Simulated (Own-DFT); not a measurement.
# One trend across several semiconductors

Calculated, not measured: single-point runs of Own-DFT, a retired in-house plane-wave DFT program that no person has reviewed, on unrelaxed cells, without spin or spin-orbit coupling.

Known weak points (not all hold for every row): forces on such cells moved up to 12 meV/angstrom on a denser k mesh; forces not confirmed at this smearing and k mesh; k mesh not checked against a denser one; forces on such cells passed a denser k mesh, each cell not checked; stress not checked against mesh or cutoff.

All runs are PBE with PseudoDojo norm-conserving files; cutoff and k mesh are each material's own. Every cell starts from measured lattice constants and was given uniform random strains and small random moves of its atoms. Each triple is the change of volume in per cent, the rms move u in Å and the pressure in GPa.

- 2H SiC (C36Si36), 10.36 Å³/atom unstrained: (-3.78, 0.051, 15.20); (-1.82, 0.053, 10.30); (-0.86, 0.052, 7.31); (-0.75, 0.055, 8.25); (1.03, 0.053, 3.70); (1.07, 0.051, 3.11); (1.96, 0.053, 1.63)
- wurtzite AlN (Al36N36), 10.45 Å³/atom unstrained: (-2.80, 0.047, 11.42); (-2.14, 0.052, 10.95); (-1.82, 0.049, 9.77); (-1.41, 0.054, 9.46); (-0.22, 0.051, 6.26); (2.01, 0.052, 1.98); (3.83, 0.051, -1.51)
- wurtzite GaN (Ga36N36), 11.42 Å³/atom unstrained: withheld
- diamond silicon (Si64), 20.02 Å³/atom unstrained: (-2.57, 0.050, 5.17); (-1.76, 0.047, 4.52); (-0.21, 0.048, 2.77); (0.02, 0.052, 2.57); (1.05, 0.054, 1.79); (2.35, 0.050, 0.67); (3.15, 0.045, -0.07)
- zincblende InP (In48P48), 25.27 Å³/atom unstrained: (-1.85, 0.050, 5.21); (-0.31, 0.043, 3.91); (0.50, 0.051, 3.67); (1.29, 0.046, 2.74); (1.67, 0.052, 2.50); (2.08, 0.048, 2.13); (3.33, 0.049, 1.38)
- grey tin (Sn64), 34.15 Å³/atom unstrained: (-1.82, 0.047, 4.61); (-0.86, 0.051, 4.17); (-0.76, 0.050, 4.07); (-0.42, 0.050, 3.99); (-0.12, 0.046, 3.83); (0.98, 0.050, 3.35); (1.82, 0.050, 2.83)

## Worked fit

Fit a line to each set against the fractional change of volume; B is minus its slope, and u is nearly the same within a set. To take it to zero pressure, assume that B rises by 4 GPa for each GPa: B0 = B - 4 x (mean pressure). The bond length of an ideal tetrahedral crystal with the unstrained volume v is d = (√3/4)(8 v)^(1/3). Cohen's empirical rule reads B0 = (1971 - 220 L) d^(-3.5) GPa, with L = 0 for group IV crystals and SiC and 1 for III-V compounds.

| material | L | d (Å) | B (GPa) | mean P (GPa) | B0 (GPa) | rule (GPa) |
|---|---|---|---|---|---|---|
| 2H SiC (C36Si36) | 0 | 1.888 | 239 ± 9 | 7.1 | 210 ± 9 | 213 |
| wurtzite AlN (Al36N36) | 1 | 1.893 | 203 ± 6 | 6.9 | 175 ± 6 | 188 |
| wurtzite GaN (Ga36N36) | 1 | 1.950 | ? | ? | ? | 169 |
| diamond silicon (Si64) | 0 | 2.352 | 92 ± 3 | 2.5 | 82 ± 3 | 99 |
| zincblende InP (In48P48) | 1 | 2.541 | 75 ± 4 | 3.1 | 63 ± 4 | 67 |
| grey tin (Sn64) | 0 | 2.810 | 48 ± 2 | 3.8 | 32 ± 2 | 53 |

A line through ln[B0/(1971 - 220 L)] against ln d has a slope of -4.3 ± 0.4 and a scatter of 15 %. Against the rule, B0 stands at 99 % for 2H SiC, 93 % for wurtzite AlN, 83 % for diamond silicon, 94 % for zincblende InP, 61 % for grey tin. PBE tends to make silicon and heavier crystals too soft, and the rule itself is only a guide.

## Test on the hidden row

The question: what B0 does the fitted trend give for wurtzite GaN (Ga36N36)?

The straight line predicts 162 GPa. Its own runs give B = 197 ± 8 GPa at a mean pressure of 8.5 GPa, so B0 = 163 GPa.
